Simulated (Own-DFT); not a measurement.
# One host, several defects: C11b WSi2

Calculated, not measured: single-point runs of Own-DFT, a retired in-house plane-wave DFT program that no person has reviewed, on unrelaxed cells, without spin or spin-orbit coupling.

All runs used: PBE; PseudoDojo norm-conserving scalar-relativistic files; cutoff 50 hartree; 5 x 5 x 5 k mesh centred on Gamma; cold (Marzari-Vanderbilt) smearing of 0.2 eV.

Known weak points: forces on such cells failed a check on a denser k mesh; stress not checked against mesh or cutoff.

All runs share one cell, with vectors in Å (-2.148, -5.953, 3.409); (-6.444, 2.976, 1.136); (-2.553, -2.948, -6.757) and a volume of 403.2 Å³. The atoms are randomly displaced, by u rms on each axis. The defect's site can differ from row to row.

```
cell,formula,u (Å),P (GPa)
no defect,Si20W10,0.0204,4.28
no defect,Si20W10,0.0442,5.34
no defect,Si20W10,0.0449,6.12
one Si on a W site,Si21W9,0.0277,5.76
one Si on a W site,Si21W9,0.0313,6.44
one Si on a W site,Si21W9,0.0511,?
one Si on a W site,Si21W9,0.0535,8.24
one Si vacancy,Si19W10,0.0300,3.14
one Si vacancy,Si19W10,0.0327,3.75
one Si vacancy,Si19W10,0.0547,4.50
one W vacancy,Si20W9,0.0312,3.64
one W vacancy,Si20W9,0.0511,4.91
one W vacancy,Si20W9,0.0520,4.81
one W on a Si site,Si19W11,0.0267,9.48
one W on a Si site,Si19W11,0.0494,10.48
one W on a Si site,Si19W11,0.0496,10.56
```

## Analysis

P = P0 + c u² + a shift for each defect gives P0 = 4.11 GPa, c = 778 ± 102 GPa/Å² and a scatter of 0.34 GPa. The shifts, and each times the cell's volume:

- one W on a Si site: 4.60 ± 0.28 GPa, 11.6 eV
- one Si on a W site: 1.51 ± 0.28 GPa, 3.8 eV
- one W vacancy: -1.29 ± 0.28 GPa, -3.2 eV
- one Si vacancy: -1.60 ± 0.28 GPa, -4.0 eV

A positive shift means that the defect pushes the cell outwards. Shift times volume (160.2 GPa Å³ is 1 eV) depends little on the cell's size, so, taken for each site, it can be compared between cells at like pressure. The atoms around the defects weren't relaxed, which would change these numbers.

## Withheld run

Q: what pressure belongs in the blank (one Si on a W site, u = 0.0511 Å)?

From the fit: 7.65 ± 0.41 GPa. The calculation gave 7.28 GPa.
